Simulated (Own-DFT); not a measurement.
# Computed records: Hf36O71 (tetragonal hafnia with one neutral oxygen vacancy, atoms displaced)

Computed with Own-DFT development build. A calculation, not a measurement: plane-wave PBE and HSE06 DFT by an unreviewed code, no spin, of a simulated cell at Gamma alone, so results move with cell size and shape, stress positive in tension, energies less offsets, not probed for a lower state with spin; hafnium file: forces about 75 meV/angstrom off all-electron values; oxygen file: force components 24 meV/angstrom off all-electron in a glass; k mesh not checked against a denser one; forces and stress are PBE's, HSE06 gives the energy alone, and its difference from PBE has offsets of its own; offsets are fitted by least squares, one for each functional and potential file, so energies compare only between cells with the same atoms and settings and are not formation energies; the far tail of each file's local potential was reset to the Coulomb form; each entry is a single point on an unrelaxed cell, so the pressure reflects the starting lattice, taken from the Materials Project, from which strain is counted, and rises with the displacements; printed positions are rounded, which can move forces by about a meV/angstrom; the program is a retired in-house code; no spin-orbit coupling.

Settings shared by all entries: first functional PBE; second functional HSE06; exact exchange share 0.25; screening 0.11 1/bohr; exchange divergence Gygi-Baldereschi; potential files PseudoDojo norm-conserving, scalar-relativistic, made for PBE, standard set; wave cutoff 48 hartree; occupations fixed; k mesh 1 x 1 x 1 centred on Gamma.

(1) Hf36O71 (tetragonal hafnia with one neutral oxygen vacancy, atoms displaced)

```xyz
107
Lattice="10.7800 0.0000 0.0000 0.0000 10.7800 0.0000 0.0000 0.0000 10.4493" Properties=species:S:1:pos:R:3 Hf36O71
Hf     0.0072     0.0110     0.0311
Hf     1.7975     1.7911     2.6263
O     10.7600     1.8114     1.5883
O      1.7453     0.0071     3.6458
O     10.7673     1.7688     4.1978
O      1.8295     0.0412     1.0364
Hf     0.0192    10.7675     5.1934
Hf     1.8313     1.8211     7.9014
O     10.7634     1.7212     6.7836
O      1.8067     0.0282     8.8640
O      0.0282     1.8093     9.4524
O      1.8364     0.0270     6.2702
Hf    10.7286     3.5972    10.4183
Hf     1.7709     5.3773     2.6152
O      0.0401     5.3720     1.6193
O      1.8207     3.5592     3.6302
O      0.0451     5.3641     4.2019
O      1.7743     3.6187     1.0100
Hf    10.7420     3.6153     5.2019
Hf     1.8228     5.3554     7.8429
O      0.0131     5.4436     6.7883
O      1.7729     3.6193     8.8480
O      0.0074     5.3414     9.3871
O      1.8095     3.5892     6.2320
Hf    10.7553     7.2402     0.0007
Hf     1.8246     8.9917     2.6950
O      1.7790     7.1866     3.6531
O     10.7307     8.9047     4.1839
O      1.8087     7.1473     1.0054
Hf     0.0116     7.2073     5.2271
Hf     1.8012     9.0171     7.8609
O     10.7713     9.0257     6.7942
O      1.7782     7.1713     8.8701
O      0.0333     8.9857     9.4649
O      1.8315     7.1738     6.2812
Hf     3.6289     0.0262     0.0131
Hf     5.4297     1.8153     2.5790
O      3.5734     1.7554     1.6091
O      5.3675     0.0840     3.6546
O      3.6104     1.8536     4.2178
O      5.3891    10.7764     1.0333
Hf     3.5325    10.7517     5.2242
Hf     5.4048     1.7860     7.8614
O      3.6237     1.7966     6.8052
O      5.4102    10.7648     8.8952
O      3.5896     1.8117     9.3904
O      5.3430    10.7656     6.3084
Hf     3.5397     3.5675    10.4410
Hf     5.4060     5.3949     2.6317
O      3.6781     5.3750     1.5613
O      5.3979     3.5538     3.6154
O      3.5782     5.3581     4.2278
O      5.3684     3.5924     0.9874
Hf     3.5998     3.5554     5.2281
Hf     5.4013     5.3807     7.9050
O      3.6659     5.3620     6.7387
O      5.4222     3.5722     8.8712
O      3.6034     5.4088     9.4814
O      5.4286     3.6085     6.1789
Hf     3.6059     7.1934    10.4361
Hf     5.3972     8.9983     2.5791
O      3.6440     8.9869     1.5139
O      5.3842     7.1977     3.6537
O      3.5419     8.9886     4.2054
O      5.3763     7.1760     1.0099
Hf     3.5800     7.2257     5.2140
Hf     5.3946     8.9955     7.8190
O      3.5546     8.9912     6.8230
O      5.3841     7.1266     8.8354
O      3.5966     8.9649     9.4380
O      5.3734     7.1555     6.2762
Hf     7.1933     0.0407    10.4342
Hf     8.9806     1.8364     2.5879
O      7.2432     1.8144     1.5588
O      8.9719     0.0163     3.6350
O      7.1493     1.7929     4.1677
O      8.9699    10.7662     1.0239
Hf     7.2367     0.0457     5.2394
Hf     9.0152     1.7928     7.8165
O      7.1909     1.8393     6.7845
O      8.9607    10.7530     8.8953
O      7.2155     1.8600     9.4441
O      9.0033     0.0345     6.2753
Hf     7.1826     3.6105     0.0178
Hf     9.0164     5.3630     2.6543
O      7.2169     5.3435     1.5324
O      8.9997     3.5630     3.6270
O      7.1532     5.4219     4.1724
O      8.9850     3.6757     0.9932
Hf     7.2203     3.5892     5.2020
Hf     8.9701     5.4399     7.8435
O      7.2163     5.4326     6.7826
O      8.9808     3.5356     8.8547
O      7.1539     5.4430     9.4528
O      9.0393     3.6405     6.2340
Hf     7.1668     7.1823    10.4345
Hf     8.9478     9.0014     2.5982
O      7.2027     8.9499     1.5987
O      8.9745     7.1898     3.6273
O      7.1790     8.9564     4.2128
O      8.9917     7.1888     1.0549
Hf     7.1382     7.2012     5.2127
Hf     8.9935     9.0672     7.8519
O      7.2123     8.9551     6.7738
O      8.9855     7.1456     8.8274
O      7.2059     8.9268     9.4727
O      8.9787     7.1978     6.2522
```

The calculation gives: PBE energy of cell above offsets -100.572 eV; HSE06 less PBE above offsets -0.126 eV; PBE pressure 0.62 GPa; PBE stress xx 0.81 GPa; PBE stress yy -1.73 GPa; PBE stress zz -0.93 GPa; PBE stress yz -0.31 GPa; PBE stress xz 0.22 GPa; PBE stress xy 0.03 GPa.

Force:
```csv
element,x (eV/Å),y (eV/Å),z (eV/Å)
Hf,0.407,0.063,0.455
Hf,-0.144,0.59,-0.186
O,0.056,-0.098,-0.003
O,0.217,-0.365,0.45
O,-0.002,0.397,0.03
O,-0.618,-0.568,-0.126
Hf,-0.085,0.273,0.511
Hf,-0.266,-0.048,-1.558
O,0.654,0.302,0.687
O,-0.04,-0.335,0.257
O,-0.104,-0.459,-0.482
O,-0.949,-0.258,-0.262
Hf,0.479,0.584,0.287
Hf,1.425,-0.188,-0.116
O,-0.99,0.049,-0.144
O,-0.389,0.286,-0.371
O,-0.35,0.484,-0.328
O,0.18,-0.301,-0.06
Hf,1.573,-0.508,0.501
Hf,-0.061,1.228,-1.103
O,0.042,-0.291,0.394
O,0.563,-0.731,0.403
O,-0.242,0.706,0.51
O,-0.787,-0.13,0.34
Hf,0.648,-1.526,0.15
Hf,-0.287,-0.621,-1.699
O,0.21,0.168,-0.159
O,0.513,1.756,-0.426
O,-0.455,0.578,0.379
Hf,-0.4,-1.262,1.001
Hf,-0.024,-0.985,0.038
O,0.373,0.045,0.362
O,0.047,0.378,-0.356
O,-0.296,0.685,0.05
O,-0.4,0.387,-0.491
Hf,-0.524,-0.708,0.048
Hf,-0.597,0.171,0.489
O,0.446,0.222,-0.409
O,0.027,-1.516,-0.418
O,-0.554,-1.969,-0.406
O,0.801,0.248,-0.057
Hf,1.597,1.463,0.289
Hf,-0.168,0.287,-0.874
O,-0.23,0.212,0.687
O,0.232,0.258,0.055
O,-0.03,-0.314,0.178
O,0.819,-0.235,-0.495
Hf,0.564,1.177,0.76
Hf,-0.04,-0.346,-0.29
O,-1.311,-0.01,0.751
O,0.334,0.715,-0.383
O,0.087,0.79,-0.529
O,0.137,-0.635,0.093
Hf,0.216,1.19,0.35
Hf,-0.012,-0.392,-1.831
O,-0.816,-0.034,1.71
O,-0.171,0.039,-0.253
O,-0.13,-1.029,-0.972
O,0.325,-0.341,0.464
Hf,-0.431,-0.218,0.475
Hf,0.288,0.126,0.445
O,-0.857,0.158,1.249
O,-0.273,0.428,-0.362
O,0.053,0.358,-0.574
O,0.702,0.277,0.258
Hf,0.339,-2.002,0.711
Hf,-0.097,-0.597,-0.318
O,0.649,0.019,-0.085
O,-0.042,1.693,0.425
O,0.063,0.831,-0.548
O,-0.096,0.817,-0.353
Hf,-0.077,-0.343,-0.022
Hf,0.619,-1.035,0.281
O,-0.593,-0.058,-0.171
O,-0.106,-0.035,0.126
O,0.617,0.156,0.172
O,0.32,-0.335,-0.04
Hf,-1.139,-0.691,-0.266
Hf,-0.092,0.257,0.006
O,0.375,-0.447,0.23
O,-0.008,1.076,0.066
O,-0.284,-1.602,-0.287
O,-0.402,-0.354,-0.191
Hf,-0.35,0.908,-0.122
Hf,-0.435,1.171,-0.977
O,-0.277,0.215,1.068
O,-0.114,0.465,0.346
O,0.371,-0.834,0.009
O,0.13,-0.487,0.56
Hf,-0.952,0.561,0.395
Hf,0.662,-0.736,-0.866
O,-0.438,-0.429,0.607
O,-0.014,0.906,-0.203
O,0.29,-1.272,-0.707
O,-0.888,-0.445,0.07
Hf,0.236,-0.327,1.009
Hf,0.88,-0.663,0.289
O,-0.762,0.351,0.001
O,0.101,-0.366,-0.174
O,-0.088,1.386,-0.209
O,0.222,0.404,-0.471
Hf,0.61,-0.43,0.717
Hf,-0.365,-2.033,-0.845
O,-0.263,0.616,0.919
O,0.305,1.653,0.692
O,-0.152,1.379,-0.753
O,0.279,-0.001,-0.487
```

(2) Hf36O71 (tetragonal hafnia with one neutral oxygen vacancy, atoms displaced)

```xyz
107
Lattice="10.7800 0.0000 0.0000 0.0000 10.7800 0.0000 0.0000 0.0000 10.4493" Properties=species:S:1:pos:R:3 Hf36O71
Hf     0.0779    10.7267     0.0654
Hf     1.7852     1.7116     2.4825
O      0.0581     1.7870     1.5026
O      1.9188     0.0230     3.5968
O      0.0686     1.9307     4.2560
O      1.8838     0.0566     1.0631
Hf    10.7479     0.1874     5.1778
Hf     1.8552     1.7153     7.8823
O      0.0147     1.7175     6.7842
O      1.7962     0.0244     8.7454
O      0.0376     1.7452     9.2919
O      1.7350     0.1426     6.3147
Hf    10.7171     3.5543    10.3586
Hf     1.6886     5.3050     2.3859
O      0.1018     5.5377     1.5680
O      1.7276     3.6536     3.6381
O      0.0090     5.3223     4.1122
O      1.8229     3.5221     1.0514
Hf     0.0171     3.6501     5.1867
Hf     1.8462     5.3274     7.8276
O      0.0848     5.5046     6.6859
O      1.8656     3.6649     8.8789
O     10.6925     5.1955     9.5495
O      1.7858     3.5744     6.3374
Hf     0.0625     7.2218    10.4492
Hf     1.7994     8.9482     2.6213
O      0.0395     8.9898     1.5702
O      1.7714     7.2410     3.5476
O      0.0178     9.0361     4.2259
O      1.7997     7.1549     1.1865
Hf     0.1262     7.2785     5.3043
Hf     1.7955     8.9678     7.8415
O      0.0820     8.9566     6.7653
O      1.7793     7.2771     8.9639
O      0.0172     8.9524     9.4650
O      1.8982     7.0873     6.4208
Hf     3.5583    10.7053     0.0526
Hf     5.3969     1.8309     2.5901
O      3.6450     1.7132     1.5292
O      5.4038    10.7530     3.5207
O      3.5852     1.7284     4.1956
O      5.3583     0.0199     0.9594
Hf     3.5599     0.0094     5.3237
Hf     5.4266     1.7567     7.9439
O      3.6295     1.8611     6.5856
O      5.4401    10.7797     8.9801
O      3.5161     1.6096     9.2631
O      5.2909    10.7561     6.2219
Hf     3.5706     3.6072     0.1340
Hf     5.3331     5.3886     2.5607
O      3.5987     5.4475     1.5335
O      5.4408     3.5287     3.6285
O      3.6594     5.4218     4.1781
O      5.3416     3.5746     1.1757
Hf     3.6929     3.5485     5.1396
Hf     5.4769     5.2682     7.8932
O      3.4602     5.3441     6.8339
O      5.4664     3.6327     8.6609
O      3.6160     5.4185     9.3992
O      5.5007     3.6906     6.2095
Hf     3.6250     7.2188     0.1031
Hf     5.4115     8.9720     2.6183
O      3.5203     9.0141     1.6371
O      5.4530     7.2939     3.5889
O      3.6258     9.1086     4.3121
O      5.4052     7.1698     1.0286
Hf     3.6146     7.1222     5.1292
Hf     5.3642     9.0775     7.8319
O      3.4907     9.0961     6.7833
O      5.3575     7.2235     8.8627
O      3.5377     9.1282     9.3954
O      5.4419     7.1155     6.0795
Hf     7.2424    10.7724    10.4136
Hf     9.0850     1.8025     2.5765
O      7.2718     1.7824     1.6983
O      8.8920    10.7199     3.5239
O      8.8084    10.6911     1.1762
Hf     7.1620    10.7486     5.1304
Hf     9.0329     1.7736     7.8284
O      7.1522     1.8107     6.7357
O      9.1120    10.7022     8.7084
O      7.2672     1.7173     9.4501
O      9.0395     0.1102     6.2550
Hf     7.3056     3.6026     0.0356
Hf     8.8325     5.4508     2.6161
O      7.1307     5.3313     1.6492
O      8.9893     3.6022     3.7941
O      7.0404     5.3781     4.0633
O      9.0070     3.5890     1.0392
Hf     7.3559     3.5415     5.2321
Hf     8.9876     5.4993     7.8446
O      7.2155     5.4528     6.8781
O      9.0006     3.7660     8.9134
O      7.2160     5.4128     9.3961
O      8.9740     3.5328     6.2734
Hf     7.1402     7.1904    10.3769
Hf     9.0680     8.9788     2.5895
O      7.2495     8.8781     1.6478
O      8.8924     7.1258     3.7178
O      7.0330     9.1346     4.0497
O      8.9518     7.1485     0.9916
Hf     7.1553     7.2617     5.4061
Hf     8.8647     8.9093     7.9084
O      7.3664     9.1516     6.8498
O      9.0525     7.2421     8.8959
O      7.1493     9.0439     9.5606
O      8.8904     7.2080     6.2248
```

It finds PBE energy of cell above offsets -88.547 eV; HSE06 less PBE above offsets 0.498 eV; PBE pressure 4.73 GPa; PBE stress xx -4.91 GPa; PBE stress yy -5.57 GPa; PBE stress zz -3.72 GPa; PBE stress yz 1.38 GPa; PBE stress xz -1.6 GPa; PBE stress xy -0.01 GPa.

Force:
```csv
element,x (eV/Å),y (eV/Å),z (eV/Å)
Hf,-0.943,0.016,-1.569
Hf,2.464,1.212,3.125
O,-1.252,-0.77,-0.353
O,-1.589,-0.146,-0.279
O,-0.53,-2.19,-2.639
O,-2.815,-0.298,-0.533
Hf,0.724,-1.463,1.958
Hf,-0.017,2.893,-3.022
O,-0.786,0.879,0.688
O,-1.175,-2.551,2.76
O,-0.718,0.482,1.584
O,0.408,-0.551,-1.194
Hf,1.397,-2.338,0.42
Hf,2.651,0.182,4.986
O,-5.021,-0.607,-1.891
O,1.098,-1.186,-0.861
O,-0.108,1.988,0.176
O,-0.527,0.521,-0.214
Hf,1.537,1.584,1.324
Hf,-0.522,0.725,-0.407
O,-2.136,-0.206,1.675
O,-0.088,-2.095,1.473
O,0.681,5.412,-1.887
O,-0.297,0.155,-1.052
Hf,0.156,-1.451,0.585
Hf,0.104,0.837,1.612
O,0.002,0.443,-0.838
O,0.298,-1.449,2.451
O,-0.3,0.194,-0.553
O,0.645,0.941,-2.426
Hf,-0.244,-1.051,-0.353
Hf,-0.503,-0.099,-0.415
O,-1.373,-0.871,0.598
O,-0.316,-1.605,0.663
O,0.082,1.479,0.495
O,-0.247,1.661,-2.212
Hf,2.154,1.829,-0.333
Hf,-0.083,-1.602,0.884
O,-1.033,1.185,-0.275
O,0.36,2.067,0.77
O,0.36,1.437,-1.423
O,1.493,-0.403,0.063
Hf,-1.888,1.311,-1.159
Hf,-1.007,-0.309,-3.074
O,0.964,0.137,2.93
O,0.429,-0.41,-1.922
O,1.289,2.198,1.191
O,3.074,-0.725,1.485
Hf,-0.268,0.003,-2.095
Hf,1.076,0.19,2.829
O,-0.555,-0.627,-0.901
O,-0.69,0.394,0.184
O,0.521,-0.622,-0.694
O,0.813,0.157,-2.417
Hf,-0.742,-0.664,1.434
Hf,-2.33,4.141,-3.28
O,3.966,-0.028,-0.84
O,0.073,-4.334,4.269
O,0.495,-0.287,1.439
O,-0.722,0.584,-0.292
Hf,-1.189,-0.358,-1.625
Hf,0.831,1.236,-0.4
O,1.238,-0.611,-1.143
O,-1.188,-1.992,0.158
O,-0.157,-3.071,-1.255
O,-0.048,-0.038,-0.339
Hf,-0.602,1.255,0.732
Hf,-1.465,0.154,0.014
O,1.981,-0.668,1.269
O,0.569,0.796,-0.543
O,0.775,-2.858,-0.229
O,-3.288,0.712,2.904
Hf,-1.804,0.273,2.65
Hf,-1.908,-0.048,1.745
O,-0.455,0.988,-0.481
O,0.938,1.99,1.704
O,3.59,0.607,-2.066
Hf,0.323,2.063,0.264
Hf,0.478,-0.124,-1.965
O,-0.071,-0.349,1.189
O,-0.699,0.84,2.194
O,0.073,2.355,-0.444
O,-1.089,-0.068,-1.427
Hf,-0.846,-0.022,0.04
Hf,1.584,0.484,2.257
O,0.047,-0.415,-2.636
O,-0.748,-0.225,-2.227
O,1.035,0.239,1.84
O,0.265,-0.005,0.646
Hf,-2.537,-0.238,-1.399
Hf,1.164,-0.732,-1.174
O,0.758,0.422,-0.426
O,-1.052,-2.894,-0.048
O,-0.435,-0.463,0.624
O,1.593,0.52,1.624
Hf,0.268,0.715,2.101
Hf,-1.912,-1.503,0.744
O,-0.892,-0.36,-0.816
O,0.358,1.21,-0.918
O,1.228,-2.186,2.483
O,0.473,-0.425,-0.128
Hf,1.62,-0.884,-5.833
Hf,5.013,1.439,-0.62
O,-5.237,-0.577,-1.701
O,-0.384,-1.589,0.591
O,0.613,-2.003,-2.498
O,2.703,0.11,1.912
```
